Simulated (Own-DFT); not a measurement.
# Computed records: GaN (wurtzite, atoms displaced)

All values are calculated (Own-DFT development build). A calculation, not a measurement: plane-wave PBE density functional theory by an unreviewed code, no spin, of a simulated periodic cell, stress positive in tension, free energy of the whole cell less one offset for each atom, forces on such cells passed a denser k mesh, this cell's mesh not checked; offsets are fitted by least squares, one for each functional and potential file, so energies compare only between cells with the same atoms and settings and are not formation energies; the far tail of each file's local potential was reset to the Coulomb form; each entry is a single point on an unrelaxed cell, so the pressure reflects the starting lattice, mostly measured values (interpolated for alloys), from which strain is counted, and rises with the displacements; printed positions are rounded, which can move forces by about a meV/angstrom; the program, named Own-DFT, is a retired in-house code; no spin-orbit coupling.

Entry: GaN (wurtzite, atoms displaced)

```cif
# cell vector a (Å): 12.7560 0.0000 0.0000
# cell vector b (Å): -4.7835 8.2853 0.0000
# cell vector c (Å): 0.0000 0.0000 10.3700
data_GaN
_symmetry_space_group_name_H-M 'P 1'
_symmetry_Int_Tables_number 1
_cell_length_a 12.7560
_cell_length_b 9.5670
_cell_length_c 10.3700
_cell_angle_alpha 90.000
_cell_angle_beta 90.000
_cell_angle_gamma 120.000
_cell_volume 1095.98
loop_
_atom_site_label
_atom_site_type_symbol
_atom_site_fract_x
_atom_site_fract_y
_atom_site_fract_z
_atom_site_occupancy
Ga1 Ga 0.08778 0.22739 0.00228 1
Ga2 Ga 0.16514 0.11289 0.24849 1
N1 N 0.08210 0.22169 0.18681 1
N2 N 0.16629 0.11001 0.44177 1
Ga3 Ga 0.08085 0.21734 0.49988 1
Ga4 Ga 0.16976 0.11436 0.74974 1
N3 N 0.08688 0.22722 0.68870 1
N4 N 0.16676 0.10674 0.93853 1
Ga5 Ga 0.08486 0.55667 0.99843 1
Ga6 Ga 0.16569 0.44323 0.25301 1
N5 N 0.08178 0.55241 0.18844 1
N6 N 0.16724 0.44612 0.43682 1
Ga7 Ga 0.07879 0.55204 0.49965 1
Ga8 Ga 0.16818 0.44457 0.75274 1
N7 N 0.08254 0.55641 0.68677 1
N8 N 0.16890 0.44925 0.93797 1
Ga9 Ga 0.08351 0.88929 0.99959 1
Ga10 Ga 0.16840 0.77775 0.25192 1
N9 N 0.08548 0.89248 0.18563 1
N10 N 0.16600 0.77552 0.44068 1
Ga11 Ga 0.08476 0.89024 0.49766 1
Ga12 Ga 0.16668 0.77843 0.75091 1
N11 N 0.08579 0.88964 0.69090 1
N12 N 0.16921 0.78354 0.93748 1
Ga13 Ga 0.33349 0.22581 0.00159 1
Ga14 Ga 0.41998 0.11309 0.25338 1
N13 N 0.33235 0.22075 0.18642 1
N14 N 0.41788 0.11074 0.43942 1
Ga15 Ga 0.33161 0.22090 0.50043 1
Ga16 Ga 0.41540 0.10956 0.74968 1
N15 N 0.32948 0.21726 0.68674 1
N16 N 0.41848 0.11408 0.93776 1
Ga17 Ga 0.33209 0.54907 0.00004 1
Ga18 Ga 0.42063 0.44683 0.24786 1
N17 N 0.33422 0.55694 0.18907 1
N18 N 0.41628 0.44214 0.43770 1
Ga19 Ga 0.33334 0.55356 0.50039 1
Ga20 Ga 0.41570 0.44474 0.75085 1
N19 N 0.33488 0.55563 0.69141 1
N20 N 0.41334 0.43788 0.93690 1
Ga21 Ga 0.33344 0.88897 0.00390 1
Ga22 Ga 0.41533 0.77600 0.25082 1
N21 N 0.33705 0.89337 0.19010 1
N22 N 0.41350 0.77582 0.44139 1
Ga23 Ga 0.33268 0.88845 0.49811 1
Ga24 Ga 0.41746 0.77650 0.74881 1
N23 N 0.33241 0.88966 0.69157 1
N24 N 0.41496 0.77659 0.94077 1
Ga25 Ga 0.58175 0.21964 0.00182 1
Ga26 Ga 0.66659 0.10912 0.25149 1
N25 N 0.58377 0.22185 0.18849 1
N26 N 0.66461 0.10902 0.43988 1
Ga27 Ga 0.57998 0.21906 0.50313 1
Ga28 Ga 0.66795 0.11231 0.75266 1
N27 N 0.58137 0.21968 0.68928 1
N28 N 0.66756 0.11361 0.93805 1
Ga29 Ga 0.58243 0.55528 0.99780 1
Ga30 Ga 0.67064 0.44204 0.24843 1
N29 N 0.58525 0.55620 0.18811 1
N30 N 0.66825 0.44513 0.43863 1
Ga31 Ga 0.58249 0.55399 0.49728 1
Ga32 Ga 0.66269 0.44037 0.75366 1
N31 N 0.58432 0.55571 0.68910 1
N32 N 0.66484 0.44342 0.93600 1
Ga33 Ga 0.58018 0.88822 0.00161 1
Ga34 Ga 0.66654 0.77840 0.25043 1
N33 N 0.58410 0.88777 0.19184 1
N34 N 0.66755 0.77477 0.43926 1
Ga35 Ga 0.58328 0.89009 0.49638 1
Ga36 Ga 0.66490 0.77511 0.74935 1
N35 N 0.58789 0.89440 0.68906 1
N36 N 0.66597 0.77462 0.93955 1
Ga37 Ga 0.83382 0.22003 0.00230 1
Ga38 Ga 0.91579 0.10980 0.25310 1
N37 N 0.83553 0.22335 0.18809 1
N38 N 0.92000 0.11100 0.43958 1
Ga39 Ga 0.83676 0.22337 0.49849 1
Ga40 Ga 0.92009 0.11581 0.75109 1
N39 N 0.83209 0.22168 0.69191 1
N40 N 0.91765 0.11088 0.94117 1
Ga41 Ga 0.83099 0.55141 0.00125 1
Ga42 Ga 0.91705 0.44140 0.25339 1
N41 N 0.83058 0.55318 0.18906 1
N42 N 0.91835 0.44817 0.43820 1
Ga43 Ga 0.83570 0.55454 0.50124 1
Ga44 Ga 0.91224 0.44207 0.74877 1
N43 N 0.83206 0.55754 0.68710 1
N44 N 0.91729 0.44853 0.93774 1
Ga45 Ga 0.83403 0.89079 0.99814 1
Ga46 Ga 0.91308 0.77426 0.25065 1
N45 N 0.83288 0.88610 0.18895 1
N46 N 0.91734 0.78031 0.43704 1
Ga47 Ga 0.83364 0.88991 0.50212 1
Ga48 Ga 0.91859 0.77552 0.75297 1
N47 N 0.83461 0.88991 0.68954 1
N48 N 0.91749 0.77405 0.93826 1
```

```
functional                        : PBE
potential files                   : PseudoDojo norm-conserving, scalar-relativistic, standard set
wave cutoff                       : 42 hartree
occupations                       : Fermi-Dirac
smearing width                    : 0.1 eV
k mesh                            : 3 x 4 x 3 centred on Gamma
free energy of cell above offsets : 19.034 eV
pressure                          : 5.92 GPa
stress xx                         : -5.55 GPa
stress yy                         : -5.74 GPa
stress zz                         : -6.47 GPa
stress yz                         : -0.19 GPa
stress xz                         : -0.04 GPa
stress xy                         : -0.22 GPa
```

Force:
```tsv
element	x (eV/Å)	y (eV/Å)	z (eV/Å)
Ga	-0.171	-0.706	-0.619
Ga	0.496	-0.236	0.301
N	-0.076	0.238	0.586
N	-0.066	0.248	-0.873
Ga	0.709	1.093	0.354
Ga	-0.62	-0.764	0.298
N	-0.192	-0.452	-0.035
N	-0.449	1.083	-0.06
Ga	-0.55	0.485	0.16
Ga	0.224	0.151	-0.575
N	0.146	0.451	-0.005
N	-0.126	-0.554	0.683
Ga	1.174	0.604	0.414
Ga	-0.537	0.509	-0.683
N	0.108	-0.407	0.44
N	-0.031	-0.625	0.216
Ga	0.001	-0.284	0.026
Ga	-0.411	0.093	-0.355
N	-0.177	-0.698	0.777
N	-0.072	0.108	-0.413
Ga	-0.192	-0.466	0.718
Ga	0.122	-0.162	-0.145
N	-0.524	0.138	-0.587
N	0.18	-0.752	0.46
Ga	0.427	-1.328	-0.234
Ga	-0.593	0.133	-0.446
N	0.216	0.329	0.768
N	-0.557	-0.054	0.01
Ga	0.287	0.067	-0.129
Ga	-0.059	0.039	0.313
N	0.77	1.005	0.124
N	-0.298	-0.36	0.298
Ga	0.016	1.018	0.22
Ga	-0.377	-0.436	0.183
N	-0.038	-0.472	-0.094
N	-0.117	0.099	-0.05
Ga	-0.146	-0.045	0.146
Ga	0.556	-0.471	-0.474
N	-0.256	-0.044	-0.522
N	0.153	1.012	0.103
Ga	-0.106	0.402	-0.643
Ga	0.126	0.184	0.14
N	-0.206	-0.461	0.276
N	0.573	0.037	-0.389
Ga	-0.163	-0.077	0.872
Ga	-0.102	0.711	0.288
N	0.507	-0.347	-0.719
N	0.22	-0.286	-0.226
Ga	-0.031	0.324	-0.367
Ga	-0.015	0.281	-0.113
N	0.299	-0.17	0.121
N	0.543	0.672	-0.213
Ga	0.573	0.736	-0.163
Ga	-0.339	-0.119	-0.295
N	0.167	0.155	0.095
N	0.155	-0.379	0.633
Ga	0.103	-0.212	0.386
Ga	-1.201	0.061	0.621
N	0.186	-0.158	-0.177
N	0.074	-0.456	-0.059
Ga	0.357	-0.131	0.487
Ga	0.376	0.336	-0.97
N	-0.465	-0.399	-0.255
N	0.164	-0.164	0.923
Ga	0.548	0.003	-0.181
Ga	0.456	-0.355	0.01
N	-0.404	0.129	-0.321
N	-0.464	0.543	-0.114
Ga	0.211	-0.578	0.746
Ga	0.344	0.545	0.1
N	-0.464	-0.736	-0.31
N	-0.403	0.578	-0.151
Ga	-0.138	0.573	-0.537
Ga	0.255	-0.274	-0.708
N	-0.329	-0.419	0.596
N	-0.927	-0.074	-0.136
Ga	-0.692	-0.262	0.591
Ga	-0.04	-0.543	0.112
N	0.406	0.092	-0.864
N	0.221	0.47	-0.32
Ga	-0.058	0.402	-0.194
Ga	-0.335	0.543	-0.837
N	1.124	0.109	-0.128
N	-0.184	-0.996	0.01
Ga	-1.019	0.567	-0.068
Ga	0.443	0.648	0.241
N	0.02	-0.553	0.294
N	0.346	-0.78	0.135
Ga	0.321	-0.642	0.232
Ga	0.715	0.423	-0.268
N	-0.281	0.524	-0.151
N	0.168	-0.333	0.323
Ga	0.153	-0.505	0.146
Ga	-0.281	0.446	-0.497
N	0.088	0.122	0.24
N	-0.541	0.209	0.456
```
